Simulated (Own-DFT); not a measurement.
Simulation results for GaP (zincblende, strongly disordered by large displacements), InAs (zincblende, strongly disordered by large displacements)

A calculation, not a measurement: plane-wave PBE density functional theory by an unreviewed code, no spin, of a simulated periodic cell, stress positive in tension, free energy of the whole cell less one offset for each atom, forces on such cells passed a denser k mesh, this cell's mesh not checked; broken bonds can close the gap or carry spin, so checks made on this kind of crystal may not hold here; offsets are fitted by least squares, one for each functional and potential file, so energies compare only between cells with the same atoms and settings and are not formation energies; the far tail of each file's local potential was reset to the Coulomb form; each entry is a single point on an unrelaxed cell, so the pressure reflects the starting lattice, mostly measured values (interpolated for alloys), from which strain is counted, and rises with the displacements; printed positions are rounded, which can move forces by about a meV/angstrom; the program, named Own-DFT, is a retired in-house code; no spin-orbit coupling. Program: Own-DFT development build.

Common to all runs: functional PBE; potential files PseudoDojo norm-conserving, scalar-relativistic, standard set; wave cutoff 42 hartree; occupations Fermi-Dirac; smearing width 0.1 eV; k mesh 3 x 3 x 3 centred on Gamma.

(1) 
```cif
# cell vector a (Å): 10.9010 0.0000 0.0000
# cell vector b (Å): 0.0000 10.9010 0.0000
# cell vector c (Å): 0.0000 0.0000 10.9010
data_GaP
_symmetry_space_group_name_H-M 'P 1'
_symmetry_Int_Tables_number 1
_cell_length_a 10.9010
_cell_length_b 10.9010
_cell_length_c 10.9010
_cell_angle_alpha 90.000
_cell_angle_beta 90.000
_cell_angle_gamma 90.000
_cell_volume 1295.39
loop_
_atom_site_label
_atom_site_type_symbol
_atom_site_fract_x
_atom_site_fract_y
_atom_site_fract_z
_atom_site_occupancy
Ga1 Ga 0.98383 0.00855 0.98139 1
Ga2 Ga 0.01623 0.24696 0.25921 1
Ga3 Ga 0.26122 0.03196 0.26174 1
Ga4 Ga 0.26564 0.23585 0.93571 1
P1 P 0.12831 0.12481 0.18389 1
P2 P 0.13857 0.35137 0.36657 1
P3 P 0.39317 0.08361 0.37533 1
P4 P 0.37362 0.30439 0.14903 1
Ga5 Ga 0.01494 0.00644 0.50201 1
Ga6 Ga 0.95000 0.25104 0.72591 1
Ga7 Ga 0.24839 0.01192 0.77300 1
Ga8 Ga 0.22359 0.27231 0.52146 1
P5 P 0.09669 0.13143 0.64831 1
P6 P 0.16128 0.37237 0.87967 1
P7 P 0.39177 0.12113 0.82537 1
P8 P 0.40083 0.43705 0.63607 1
Ga9 Ga 0.00092 0.45857 0.90181 1
Ga10 Ga 0.96644 0.72786 0.27945 1
Ga11 Ga 0.25701 0.46811 0.20665 1
Ga12 Ga 0.26725 0.74809 0.98940 1
P9 P 0.13112 0.57974 0.10717 1
P10 P 0.13430 0.91908 0.32776 1
P11 P 0.34710 0.60641 0.42397 1
P12 P 0.41026 0.85588 0.19769 1
Ga13 Ga 0.01853 0.49516 0.44313 1
Ga14 Ga 0.01763 0.74922 0.74949 1
Ga15 Ga 0.24402 0.47587 0.74734 1
Ga16 Ga 0.26142 0.70836 0.54740 1
P13 P 0.14913 0.58374 0.61964 1
P14 P 0.09198 0.87300 0.88403 1
P15 P 0.36622 0.62088 0.90188 1
P16 P 0.40506 0.88765 0.62833 1
Ga17 Ga 0.55327 0.99595 0.00921 1
Ga18 Ga 0.51247 0.25573 0.25852 1
Ga19 Ga 0.77694 0.94708 0.27846 1
Ga20 Ga 0.69117 0.20123 0.01460 1
P17 P 0.62097 0.12340 0.16511 1
P18 P 0.62272 0.39657 0.39114 1
P19 P 0.87399 0.12322 0.33025 1
P20 P 0.93015 0.36721 0.09256 1
Ga21 Ga 0.51482 0.01269 0.49284 1
Ga22 Ga 0.53385 0.23757 0.74769 1
Ga23 Ga 0.75125 0.97020 0.81664 1
Ga24 Ga 0.75078 0.33472 0.50694 1
P21 P 0.66403 0.10547 0.59675 1
P22 P 0.60371 0.40716 0.87794 1
P23 P 0.83249 0.19063 0.87788 1
P24 P 0.83259 0.41051 0.65807 1
Ga25 Ga 0.53058 0.51230 0.00922 1
Ga26 Ga 0.51702 0.72746 0.27348 1
Ga27 Ga 0.81151 0.49993 0.24512 1
Ga28 Ga 0.68198 0.68697 0.98247 1
P25 P 0.63828 0.56209 0.15688 1
P26 P 0.64701 0.90971 0.40239 1
P27 P 0.86906 0.61564 0.38696 1
P28 P 0.90719 0.85474 0.15987 1
Ga29 Ga 0.50218 0.54893 0.49875 1
Ga30 Ga 0.54350 0.71401 0.78384 1
Ga31 Ga 0.70277 0.51338 0.76106 1
Ga32 Ga 0.78630 0.73538 0.49335 1
P29 P 0.59305 0.60390 0.64829 1
P30 P 0.66421 0.86219 0.93127 1
P31 P 0.92465 0.63280 0.90442 1
P32 P 0.90669 0.91493 0.63618 1
_calc_hardware 'one NVIDIA H100'
_calc_free_energy_of_cell_above_offsets '33.248'  # eV
_calc_pressure 17.44  # GPa
_calc_stress_xx -18.45  # GPa
_calc_stress_yy -16.57  # GPa
_calc_stress_zz -17.31  # GPa
_calc_stress_yz 0.79  # GPa
_calc_stress_xz 0.42  # GPa
_calc_stress_xy 3.98  # GPa
_calc_wall_time 615.7  # s
```

Force:
```csv
element,x (eV/Å),y (eV/Å),z (eV/Å)
Ga,-1.17,1.931,2.156
Ga,-4.543,2.819,-0.331
Ga,4.998,-1.709,-2.213
Ga,3.225,-3.466,3.678
P,-0.498,-2.018,-7.238
P,0.624,2.711,-0.945
P,0.682,5.974,0.766
P,-3.961,2.196,-4.329
Ga,0.78,1.099,-3.491
Ga,0.403,0.707,-0.31
Ga,-3.13,-3.512,-2.158
Ga,2.528,-1.54,2.839
P,1.765,0.555,-0.535
P,-1.044,-0.33,-0.206
P,2.372,0.413,3.075
P,0.68,-4.808,0.08
Ga,-3.212,-0.195,1.866
Ga,5.763,0.545,-1.62
Ga,1.246,-0.793,1.665
Ga,-3.427,3.478,3.926
P,-1.69,2.414,-0.477
P,-5.103,-4.164,3.235
P,-1.248,-0.936,-8.573
P,-3.227,3.648,-4.479
Ga,1.091,-0.239,2.488
Ga,-1.013,-1.543,-2.609
Ga,2.627,1.169,0.402
Ga,1.825,8.235,1.523
P,-7.021,-0.217,0.575
P,4.713,0.299,0.632
P,3.265,-3.051,-2.817
P,-1.777,-1.659,1.483
Ga,-3.929,1.655,1.831
Ga,1.574,-0.006,4.888
Ga,2.063,1.751,-2.871
Ga,1.276,3.887,-2.864
P,0.831,-3.872,2.289
P,-3.061,1.633,-3.804
P,-0.605,0.859,2.872
P,-1.276,0.222,1.434
Ga,-0.212,-0.499,4.449
Ga,1.346,1.601,-2.099
Ga,3.752,5.002,-5.782
Ga,1.409,-4.712,-0.004
P,0.519,1.593,2.313
P,0.11,-7.302,-0.014
P,1.122,-2.99,0.474
P,4.613,0.432,0.061
Ga,-5.473,0.81,0.918
Ga,2.72,-3.249,2.331
Ga,-0.348,-3.786,-3.058
Ga,2.38,-5.011,1.17
P,0.236,2.912,2.76
P,-0.352,-5.839,1.005
P,0.387,-4.312,1.318
P,-1.32,2.482,-4.651
Ga,2.623,-3.065,-3.125
Ga,-3.449,4.45,3.959
Ga,4.849,0.524,2.525
Ga,-3.935,5.985,5.402
P,2.209,2.478,-4.101
P,-1.706,-0.649,0.605
P,-2.651,2.651,-0.05
P,-2.226,-3.643,1.757
```

(2) 
```cif
# cell vector a (Å): 12.1166 0.0000 0.0000
# cell vector b (Å): 0.0000 12.1166 0.0000
# cell vector c (Å): 0.0000 0.0000 12.1166
data_InAs
_symmetry_space_group_name_H-M 'P 1'
_symmetry_Int_Tables_number 1
_cell_length_a 12.1166
_cell_length_b 12.1166
_cell_length_c 12.1166
_cell_angle_alpha 90.000
_cell_angle_beta 90.000
_cell_angle_gamma 90.000
_cell_volume 1778.86
loop_
_atom_site_label
_atom_site_type_symbol
_atom_site_fract_x
_atom_site_fract_y
_atom_site_fract_z
_atom_site_occupancy
In1 In 0.01772 0.98896 0.00544 1
In2 In 0.96519 0.23063 0.18931 1
In3 In 0.25170 0.98713 0.21514 1
In4 In 0.22289 0.22574 0.01604 1
As1 As 0.12172 0.16565 0.14422 1
As2 As 0.15645 0.36489 0.34112 1
As3 As 0.36652 0.13574 0.33206 1
As4 As 0.37766 0.40324 0.16779 1
In5 In 0.99577 0.99163 0.42838 1
In6 In 0.98138 0.30419 0.79243 1
In7 In 0.26650 0.02716 0.75501 1
In8 In 0.23177 0.26502 0.50201 1
As5 As 0.12137 0.07656 0.64829 1
As6 As 0.14858 0.38574 0.92106 1
As7 As 0.38886 0.13899 0.90375 1
As8 As 0.35517 0.37347 0.62486 1
In9 In 0.99648 0.50059 0.97758 1
In10 In 0.03025 0.71372 0.25070 1
In11 In 0.24871 0.51070 0.22373 1
In12 In 0.21928 0.74563 0.00409 1
As9 As 0.06612 0.63641 0.09565 1
As10 As 0.12310 0.87268 0.38539 1
As11 As 0.40868 0.63041 0.41082 1
As12 As 0.42506 0.86278 0.15046 1
In13 In 0.99441 0.51550 0.52988 1
In14 In 0.91031 0.68538 0.74107 1
In15 In 0.23353 0.48006 0.79780 1
In16 In 0.27632 0.75815 0.52738 1
As13 As 0.13135 0.65723 0.60191 1
As14 As 0.09327 0.88930 0.88027 1
As15 As 0.35972 0.65747 0.85252 1
As16 As 0.38366 0.84862 0.63507 1
In17 In 0.51408 0.97538 0.98947 1
In18 In 0.48295 0.26658 0.24869 1
In19 In 0.79869 0.03210 0.23678 1
In20 In 0.72262 0.25380 0.00112 1
As17 As 0.60418 0.07396 0.10756 1
As18 As 0.63117 0.34614 0.32890 1
As19 As 0.87940 0.11152 0.37015 1
As20 As 0.88092 0.38342 0.16001 1
In21 In 0.50905 0.00349 0.53263 1
In22 In 0.51644 0.27028 0.73218 1
In23 In 0.73054 0.98161 0.76049 1
In24 In 0.74704 0.25985 0.47524 1
As21 As 0.62195 0.12154 0.66176 1
As22 As 0.65757 0.40256 0.86141 1
As23 As 0.86024 0.12718 0.90034 1
As24 As 0.90928 0.37851 0.60263 1
In25 In 0.53352 0.52426 0.96122 1
In26 In 0.51943 0.73520 0.27196 1
In27 In 0.76281 0.53963 0.23977 1
In28 In 0.69855 0.72381 0.99783 1
As25 As 0.65052 0.63033 0.13745 1
As26 As 0.61939 0.86873 0.41030 1
As27 As 0.86951 0.62970 0.39719 1
As28 As 0.90747 0.85815 0.10955 1
In29 In 0.50272 0.52795 0.51614 1
In30 In 0.52076 0.79023 0.72713 1
In31 In 0.71518 0.50616 0.71975 1
In32 In 0.76455 0.71079 0.51745 1
As29 As 0.59964 0.65630 0.58353 1
As30 As 0.68479 0.87649 0.89524 1
As31 As 0.84889 0.60409 0.88221 1
As32 As 0.87563 0.86347 0.62020 1
_calc_hardware 'one NVIDIA H200'
_calc_free_energy_of_cell_above_offsets '32.377'  # eV
_calc_pressure 14.78  # GPa
_calc_stress_xx -14.41  # GPa
_calc_stress_yy -14.75  # GPa
_calc_stress_zz -15.19  # GPa
_calc_stress_yz 2.23  # GPa
_calc_stress_xz 0.47  # GPa
_calc_stress_xy 1.44  # GPa
_calc_wall_time 1254  # s
```

Force:
```csv
element,x (eV/Å),y (eV/Å),z (eV/Å)
In,-2.358,5.533,4.104
In,-3.085,-2.383,3.65
In,-0.054,-0.266,0.9
In,6.207,1.68,-5.059
As,2.149,-6.986,4.056
As,-1.872,0.142,-0.135
As,-1.579,-2.125,2.794
As,3.715,-1.778,-5.743
In,0.851,-0.983,4.993
In,-0.246,-1.911,-0.05
In,2.75,-1.721,2.576
In,-0.282,-2.266,0.118
As,-3.578,2.411,-3.257
As,-2.962,-3.542,3.046
As,0.123,-0.036,-0.806
As,1.374,1.393,1.269
In,-2.261,-2.136,0.558
In,-2.186,4.292,7.034
In,-4.84,5.109,2.458
In,1.391,1.377,-0.68
As,3.19,-1.84,-3.449
As,5.434,-4.638,-2.413
As,-6.267,3.975,-6.107
As,-2.434,0.674,-1.697
In,4.318,4.887,-3.674
In,4.34,5.127,-6.813
In,4.514,4.727,-6.638
In,-2.618,-1.924,-5.84
As,-2.892,-2.381,2.89
As,4.296,-4.181,-5.858
As,0.765,-0.76,0.55
As,-2.453,8.242,0.879
In,-3.862,-3.482,-4.524
In,0.098,-3.045,-1.43
In,-5.081,-5.469,-7.321
In,0.03,-0.626,1.407
As,4.61,5.904,5.92
As,3.286,3.404,1.788
As,-0.964,8.927,4.08
As,-3.381,5.722,-2.953
In,-1.201,-0.045,-1.587
In,-1.948,1.774,1.743
In,4.091,3.646,-5.335
In,0.453,-0.471,1.322
As,1.398,-0.117,-1.992
As,-1.545,-4.337,2.437
As,0.981,0.18,-0.879
As,-4.542,-5.668,3.129
In,-2.947,0.966,1.425
In,0.74,0.04,0.974
In,3.964,-4.69,4.652
In,3.626,1.265,-3.59
As,-7.135,-0.868,1.771
As,1.415,0.123,-0.599
As,4.365,-2.753,-5.148
As,-2.108,-0.638,1.94
In,-0.835,-12.59,1.524
In,5.918,-2.683,5.624
In,2.111,2.44,-4.27
In,-0.309,5.35,1.935
As,2.028,3.686,5.33
As,-3.287,-1.126,2.578
As,-3.405,-3.256,5.859
As,-0.015,0.72,0.534
```

(3) 
```cif
# cell vector a (Å): 10.9010 0.0000 0.0000
# cell vector b (Å): 0.0000 10.9010 0.0000
# cell vector c (Å): 0.0000 0.0000 10.9010
data_GaP
_symmetry_space_group_name_H-M 'P 1'
_symmetry_Int_Tables_number 1
_cell_length_a 10.9010
_cell_length_b 10.9010
_cell_length_c 10.9010
_cell_angle_alpha 90.000
_cell_angle_beta 90.000
_cell_angle_gamma 90.000
_cell_volume 1295.39
loop_
_atom_site_label
_atom_site_type_symbol
_atom_site_fract_x
_atom_site_fract_y
_atom_site_fract_z
_atom_site_occupancy
Ga1 Ga 0.01153 0.02039 0.00227 1
Ga2 Ga 0.99307 0.25353 0.23484 1
Ga3 Ga 0.25334 0.00281 0.23327 1
Ga4 Ga 0.24385 0.22577 0.99397 1
P1 P 0.12106 0.12224 0.12551 1
P2 P 0.12337 0.36616 0.36963 1
P3 P 0.37547 0.12622 0.37388 1
P4 P 0.36010 0.37985 0.13502 1
Ga5 Ga 0.00926 0.03092 0.48877 1
Ga6 Ga 0.99836 0.21581 0.75511 1
Ga7 Ga 0.26146 0.02690 0.76965 1
Ga8 Ga 0.25606 0.25139 0.51141 1
P5 P 0.12744 0.12708 0.62500 1
P6 P 0.09141 0.37913 0.85170 1
P7 P 0.40086 0.11115 0.86036 1
P8 P 0.39255 0.39218 0.59722 1
Ga9 Ga 0.00993 0.52983 0.00413 1
Ga10 Ga 0.97352 0.76683 0.24595 1
Ga11 Ga 0.22545 0.49088 0.26964 1
Ga12 Ga 0.24494 0.75744 0.99507 1
P9 P 0.13426 0.62513 0.10463 1
P10 P 0.10249 0.87885 0.37501 1
P11 P 0.38144 0.64282 0.38607 1
P12 P 0.37617 0.85020 0.13732 1
Ga13 Ga 0.02481 0.48528 0.49979 1
Ga14 Ga 0.99852 0.73984 0.74386 1
Ga15 Ga 0.26349 0.49685 0.80112 1
Ga16 Ga 0.23590 0.77702 0.48830 1
P13 P 0.10168 0.64056 0.59220 1
P14 P 0.13263 0.90876 0.84778 1
P15 P 0.35419 0.66289 0.88040 1
P16 P 0.41191 0.89348 0.62610 1
Ga17 Ga 0.47143 0.95694 0.98694 1
Ga18 Ga 0.47733 0.26420 0.26763 1
Ga19 Ga 0.76475 0.99747 0.28050 1
Ga20 Ga 0.76903 0.23732 0.02891 1
P17 P 0.59418 0.10625 0.08665 1
P18 P 0.63791 0.35888 0.36772 1
P19 P 0.87918 0.10327 0.38224 1
P20 P 0.86696 0.37209 0.12518 1
Ga21 Ga 0.49414 0.99031 0.49463 1
Ga22 Ga 0.46513 0.22129 0.72600 1
Ga23 Ga 0.74414 0.00375 0.76499 1
Ga24 Ga 0.75178 0.26232 0.49629 1
P21 P 0.62328 0.10952 0.64977 1
P22 P 0.64464 0.37615 0.88293 1
P23 P 0.89782 0.11299 0.87328 1
P24 P 0.84867 0.37456 0.64778 1
Ga25 Ga 0.49804 0.47306 0.98192 1
Ga26 Ga 0.48777 0.73334 0.22444 1
Ga27 Ga 0.76127 0.50776 0.26856 1
Ga28 Ga 0.74259 0.76327 0.01112 1
P25 P 0.62420 0.61112 0.10821 1
P26 P 0.63527 0.87875 0.35336 1
P27 P 0.87400 0.64904 0.39704 1
P28 P 0.85974 0.86114 0.13280 1
Ga29 Ga 0.52041 0.51138 0.49774 1
Ga30 Ga 0.48896 0.77073 0.74288 1
Ga31 Ga 0.74770 0.50311 0.73679 1
Ga32 Ga 0.74005 0.74083 0.54214 1
P29 P 0.62151 0.59978 0.62661 1
P30 P 0.60849 0.85674 0.90262 1
P31 P 0.86217 0.63680 0.86736 1
P32 P 0.84734 0.87003 0.62237 1
_calc_hardware 'one NVIDIA H100'
_calc_free_energy_of_cell_above_offsets '-4.072'  # eV
_calc_pressure 9.45  # GPa
_calc_stress_xx -9.94  # GPa
_calc_stress_yy -9.29  # GPa
_calc_stress_zz -9.13  # GPa
_calc_stress_yz 1.22  # GPa
_calc_stress_xz -1.87  # GPa
_calc_stress_xy -1.25  # GPa
_calc_wall_time 552.9  # s
```

Force:
```csv
element,x (eV/Å),y (eV/Å),z (eV/Å)
Ga,-0.575,-3.998,-0.39
Ga,0.039,-0.605,1.442
Ga,0.022,-0.944,1.777
Ga,0.912,1.983,-0.71
P,1.056,1.008,1.413
P,-1.399,-3.121,1.388
P,-1.218,-1.088,0.902
P,-0.275,-0.321,-1.086
Ga,2.343,-3.676,2.779
Ga,0.752,3.947,-2.702
Ga,-1.088,-1.199,-4.175
Ga,0.162,0.452,-1.07
P,1.285,0.057,-0.03
P,1.789,0.155,1.661
P,-0.642,0.639,6.036
P,-2.333,-1.746,3.163
Ga,-3.977,-3.149,-3.11
Ga,2.942,-3.089,2.295
Ga,3.197,3.445,-2.503
Ga,-2.902,3.473,1.856
P,1.134,1.654,4.517
P,1.006,1.552,-1.583
P,-0.971,-1.04,-0.539
P,-4.385,4.202,-2.376
Ga,-3.298,-0.101,0.421
Ga,-0.443,1.454,-0.394
Ga,-0.633,-0.621,-2.3
Ga,1.681,-1.175,1.449
P,2.31,1.038,1.89
P,-2.318,-3.695,2.655
P,4.195,-3.529,-3.231
P,-6.633,-0.403,0.64
Ga,-0.706,2.17,1.888
Ga,1.47,-0.306,-2.032
Ga,-1.649,-0.842,-4.614
Ga,-2.966,-2.255,-2.903
P,1.43,1.482,2.368
P,-1.599,2.02,-0.797
P,-1.013,6.806,-0.95
P,1.922,3.192,1.131
Ga,4.073,2.6,-3.971
Ga,3.13,4.451,-2.962
Ga,0.649,-2.177,1.109
Ga,0.622,-2.218,2.002
P,-0.556,1.653,-3.274
P,-0.046,-1.508,-1.141
P,-4.975,-0.632,2.241
P,4.814,-3.658,-3.213
Ga,-0.615,1.434,1.334
Ga,4.469,-2.923,3.022
Ga,-0.513,0.571,-0.668
Ga,0.05,-3.082,-0.581
P,-0.168,-0.451,1.088
P,-3.477,-2.816,2.573
P,0.225,-2.264,-0.716
P,0.017,4.966,-1.869
Ga,-1.375,-1.697,-4.362
Ga,2.307,-3.911,2.5
Ga,-0.852,1.21,4.465
Ga,-1.888,-1.194,-3.674
P,-0.625,4.156,2.483
P,1.911,0.074,-4.454
P,0.596,-0.129,1.161
P,3.603,3.714,2.733
```

(4) 
```cif
# cell vector a (Å): 12.1166 0.0000 0.0000
# cell vector b (Å): 0.0000 12.1166 0.0000
# cell vector c (Å): 0.0000 0.0000 12.1166
data_InAs
_symmetry_space_group_name_H-M 'P 1'
_symmetry_Int_Tables_number 1
_cell_length_a 12.1166
_cell_length_b 12.1166
_cell_length_c 12.1166
_cell_angle_alpha 90.000
_cell_angle_beta 90.000
_cell_angle_gamma 90.000
_cell_volume 1778.86
loop_
_atom_site_label
_atom_site_type_symbol
_atom_site_fract_x
_atom_site_fract_y
_atom_site_fract_z
_atom_site_occupancy
In1 In 0.96594 0.02119 0.97893 1
In2 In 0.98948 0.26512 0.28799 1
In3 In 0.29742 0.01972 0.27660 1
In4 In 0.22245 0.30304 0.00730 1
As1 As 0.13835 0.17042 0.09546 1
As2 As 0.14470 0.36301 0.44132 1
As3 As 0.39469 0.14055 0.36413 1
As4 As 0.38508 0.36511 0.12844 1
In5 In 0.00579 0.00475 0.46515 1
In6 In 0.98585 0.26444 0.75750 1
In7 In 0.26322 0.00377 0.75496 1
In8 In 0.27942 0.25683 0.47024 1
As5 As 0.12875 0.09713 0.69613 1
As6 As 0.15386 0.29827 0.84751 1
As7 As 0.42125 0.10093 0.85148 1
As8 As 0.35419 0.32411 0.62158 1
In9 In 0.04676 0.47972 0.03995 1
In10 In 0.00650 0.80973 0.24273 1
In11 In 0.26217 0.55866 0.22150 1
In12 In 0.25437 0.74650 0.99786 1
As9 As 0.11351 0.61148 0.12707 1
As10 As 0.12717 0.90293 0.39333 1
As11 As 0.37832 0.64894 0.31433 1
As12 As 0.39042 0.83193 0.13023 1
In13 In 0.99767 0.50702 0.48730 1
In14 In 0.99219 0.73007 0.71496 1
In15 In 0.28226 0.49134 0.70471 1
In16 In 0.21953 0.80129 0.56995 1
As13 As 0.12051 0.66910 0.62008 1
As14 As 0.10672 0.87926 0.84917 1
As15 As 0.37508 0.60248 0.91999 1
As16 As 0.36691 0.80877 0.66206 1
In17 In 0.50446 0.03045 0.00749 1
In18 In 0.43223 0.28539 0.27569 1
In19 In 0.73143 0.00403 0.23294 1
In20 In 0.74484 0.24886 0.98316 1
As17 As 0.63458 0.13361 0.09009 1
As18 As 0.60955 0.36164 0.41683 1
As19 As 0.85252 0.13870 0.41796 1
As20 As 0.88204 0.37651 0.12947 1
In21 In 0.51548 0.99299 0.49723 1
In22 In 0.50499 0.29677 0.72460 1
In23 In 0.75328 0.99941 0.78085 1
In24 In 0.70338 0.21490 0.46500 1
As21 As 0.59820 0.10889 0.59716 1
As22 As 0.62658 0.34457 0.84561 1
As23 As 0.82597 0.14700 0.86581 1
As24 As 0.83407 0.35276 0.61632 1
In25 In 0.51606 0.51426 0.97833 1
In26 In 0.54171 0.68591 0.27779 1
In27 In 0.77265 0.52098 0.26383 1
In28 In 0.68283 0.75289 0.01547 1
As25 As 0.57683 0.55634 0.14392 1
As26 As 0.64270 0.86416 0.41380 1
As27 As 0.88841 0.61435 0.38432 1
As28 As 0.94519 0.87170 0.07813 1
In29 In 0.53218 0.49983 0.51188 1
In30 In 0.47436 0.71772 0.75907 1
In31 In 0.73616 0.48926 0.75260 1
In32 In 0.76954 0.72492 0.51069 1
As29 As 0.62435 0.59116 0.63222 1
As30 As 0.62605 0.89863 0.93934 1
As31 As 0.85648 0.64150 0.84011 1
As32 As 0.89033 0.89745 0.65083 1
_calc_hardware 'one NVIDIA H200'
_calc_free_energy_of_cell_above_offsets '48.809'  # eV
_calc_pressure 19  # GPa
_calc_stress_xx -20.87  # GPa
_calc_stress_yy -18.53  # GPa
_calc_stress_zz -17.59  # GPa
_calc_stress_yz -0.75  # GPa
_calc_stress_xz -5.46  # GPa
_calc_stress_xy 2.39  # GPa
_calc_wall_time 1247  # s
```

Force:
```csv
element,x (eV/Å),y (eV/Å),z (eV/Å)
In,2.117,5.25,-2.747
In,0.858,-0.362,-0.381
In,-4.751,-5.736,-5.166
In,5.868,4.031,4.714
As,-3.842,-6.044,4.6
As,-6.86,4.786,-2.879
As,3.295,-4.74,6.751
As,-1.803,4.933,-7.166
In,-6.058,4.785,5.217
In,-2.861,-0.246,-1.643
In,6.796,-4.609,3.116
In,1.759,-5.576,-1.103
As,-7.046,4.546,-4.045
As,-0.807,1.558,-7.411
As,-1.12,2.039,-2.508
As,-0.018,1.871,1.797
In,-4.143,-7.395,-5.768
In,1.046,-2.078,3.014
In,-1.044,-6.352,-1.735
In,-2.355,1.554,-0.236
As,-0.183,9.598,2.646
As,6.894,-4.536,-3.48
As,-4.566,2.522,8.295
As,0.849,1.864,1.331
In,2.462,-3.039,4.071
In,-6.643,3.213,6.043
In,-1.58,2.03,1.48
In,-1.37,6.222,-7.531
As,1.811,-12.55,-3.322
As,0.062,-0.26,1.167
As,-5.461,2.189,-4.411
As,1.557,6.987,-1.828
In,-4.701,-1.874,1.683
In,5.299,3.765,1.698
In,0.995,-0.49,0.715
In,-1.133,6.093,5.468
As,0.774,1.279,5.251
As,-1.179,1.948,-5.727
As,7.43,-3.675,-4.015
As,-0.946,-0.164,0.065
In,-5.234,-5.056,-3.489
In,-1.041,-4.132,-1.873
In,-2.777,-3.887,-2.614
In,-2.831,0.135,3.273
As,3.208,4.563,7.735
As,2.468,2.855,5.046
As,6.914,-1.102,-3.62
As,1.596,0.338,-0.423
In,4.205,-6.105,-2.749
In,8.394,5.789,0.736
In,-2.501,-2.587,-2.643
In,3.523,-7.739,3.454
As,4.682,-0.778,2.454
As,0.483,-1.28,-2.85
As,-0.112,4.745,-2.074
As,-3.057,-4.052,0.029
In,-6.299,-0.51,-2.903
In,6.63,-5.122,5.479
In,3.066,-0.577,1.192
In,-0.23,1.028,2.032
As,1.563,6.577,3.431
As,-0.723,3.803,-5.981
As,-0.735,-0.665,2.199
As,-0.598,0.422,-1.862
```
